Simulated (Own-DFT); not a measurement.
# Shaking the atoms of zincblende GaP, 96 atoms (Ga48P48)

Calculated results; nothing here was measured. The program, named Own-DFT, is a retired in-house plane-wave density functional code that no person has reviewed. Each row is one single-point run on a periodic cell that was not relaxed, without spin or spin-orbit coupling.

Settings of every run: PBE; PseudoDojo norm-conserving scalar-relativistic files; cutoff 42 hartree; 2 x 3 x 3 k mesh centred on Gamma; Fermi-Dirac smearing of 0.1 eV.

Known limits, some of them of some rows only: some atoms lie very close together; forces on such cells moved up to 12 meV/angstrom on a denser k mesh; forces on such cells passed a denser k mesh, each cell not checked; stress not checked against mesh or cutoff.

Cell vectors in Å: (16.352, 0.000, 0.000); (0.000, 10.901, 0.000); (0.000, 0.000, 10.901). In each run every atom was moved at random and independently from its ideal site; u is the rms move along one axis. E is the free energy for each atom above the fitted value at u = 0, and F the rms of the force components.

```
run   u (Å)  E (meV/atom)  F (eV/Å)  largest force (eV/Å)  P (GPa)
  1  0.0187           6.2     0.231                  0.87     2.68
  2  0.0214           8.7     0.293                  1.11     2.72
  3  0.0471          42.3     0.716                  2.53     3.23
  4  0.0507          45.4     0.726                  2.65     3.21
  5  0.0969             ?         ?                     ?        ?
  6  0.1071         210.4     1.769                  7.61     5.65
  7  0.1071         211.1     1.793                  7.82     5.64
  8  0.1495         460.4     3.252                 20.41     9.45
  9  0.1906         657.0     3.649                 20.43    12.40
```

## Worked fit

For small independent moves the energy grows as E = (3/2) K u², with K the mean stiffness felt by one atom. The runs with u up to 0.11 Å give K = 12.3 ± 0.2 eV/Å², with residuals divided by u² + 0.0006 Å², since the noise grows with the moves. The scatter is 1.4 meV/atom at u = 0.05 Å. The forces follow F = G u with G = 14.9 eV/Å²; no force at u = 0 is resolved. G exceeds K because the moves of its neighbours add to the force on an atom, and stiffness differs between atoms. At u = 0.191 Å the parabola gives 668 meV/atom and the run 657. The pressure follows P = 2.59 + 266 u² GPa: at fixed volume, shortened bonds push harder than stretched ones pull.

## Withheld run

Question: what energy and rms force should run 5 give?

The fit gives 172 ± 5 meV/atom and about 1.44 eV/Å. The calculation gave 175.6 meV/atom and 1.572 eV/Å.
